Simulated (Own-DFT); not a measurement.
# What a change of functional does to the pressure

These are calculations, not measurements. They come from Own-DFT, an in-house plane-wave density functional program, since retired, whose code no person has reviewed. Each row is one single-point run on a periodic cell that was not relaxed, without spin or spin-orbit coupling.

Known limits: forces on such cells failed a check on a denser k mesh; stress not checked against mesh or cutoff.

Each cell was run twice at the same cutoff, k mesh and smearing, with PBE and with PBEsol, on PseudoDojo norm-conserving files made for PBE. Atoms were moved at random from their sites; u is the rms move along one axis. Files made for PBEsol would give a somewhat different change.

```
                                      cell  atoms  volume (Å³/atom)  u (Å)  cutoff (hartree)  P with PBE (GPa)  P with PBEsol (GPa)  change (GPa)
C11b WSi2 with one Si on a W site (Si21W9)     30             13.44  0.087                50             11.01                 7.14         -3.87
C11b WSi2 with one Si on a W site (Si21W9)     30             13.44  0.053                50              7.71                 3.85         -3.85
C11b WSi2 with one Si on a W site (Si21W9)     30             13.44  0.063                50              7.87                 4.04         -3.84
  C40 NbSi2 with one Si vacancy (Nb12Si23)     35             15.06  0.029                42              1.03                -2.55         -3.58
  C40 NbSi2 with one Si vacancy (Nb12Si23)     35             15.06  0.050                42              2.02                -1.57         -3.58
  C40 NbSi2 with one Si vacancy (Nb12Si23)     35             15.06  0.047                42              1.61                    ?             ?
                    D0_22 TiAl3 (Al30Ti10)     40             15.63  0.104                42              5.32                 3.41         -1.90
                    D0_22 TiAl3 (Al30Ti10)     40             15.43  0.045                42              4.23                 2.30         -1.94
                    D0_22 TiAl3 (Al30Ti10)     40             15.63  0.092                42              4.63                 2.72         -1.91
                      L1_0 TiAl (Al16Ti16)     32             16.41  0.052                42             -0.46                -3.21         -2.75
                      L1_0 TiAl (Al16Ti16)     32             16.25  0.052                42              0.50                -2.30         -2.79
                      L1_0 TiAl (Al16Ti16)     32             16.06  0.112                42              4.74                 1.89         -2.85
```

## Worked reading

Mean change of pressure by composition, in GPa: Si7W3, -3.85; Nb12Si23, -3.58; AlTi, -2.80; Al3Ti, -1.92. At a fixed cell PBEsol gives the lower pressure, because it favours a smaller volume than PBE. Here the change varies more between materials than between cells of one material.

## Withheld value

Question: what PBEsol pressure should the Nb12Si23 cell with the blank give?

Adding the mean change of the cells with its composition, -3.58 GPa, to 1.61 gives -2.0 GPa. The calculation gave -1.97 GPa.
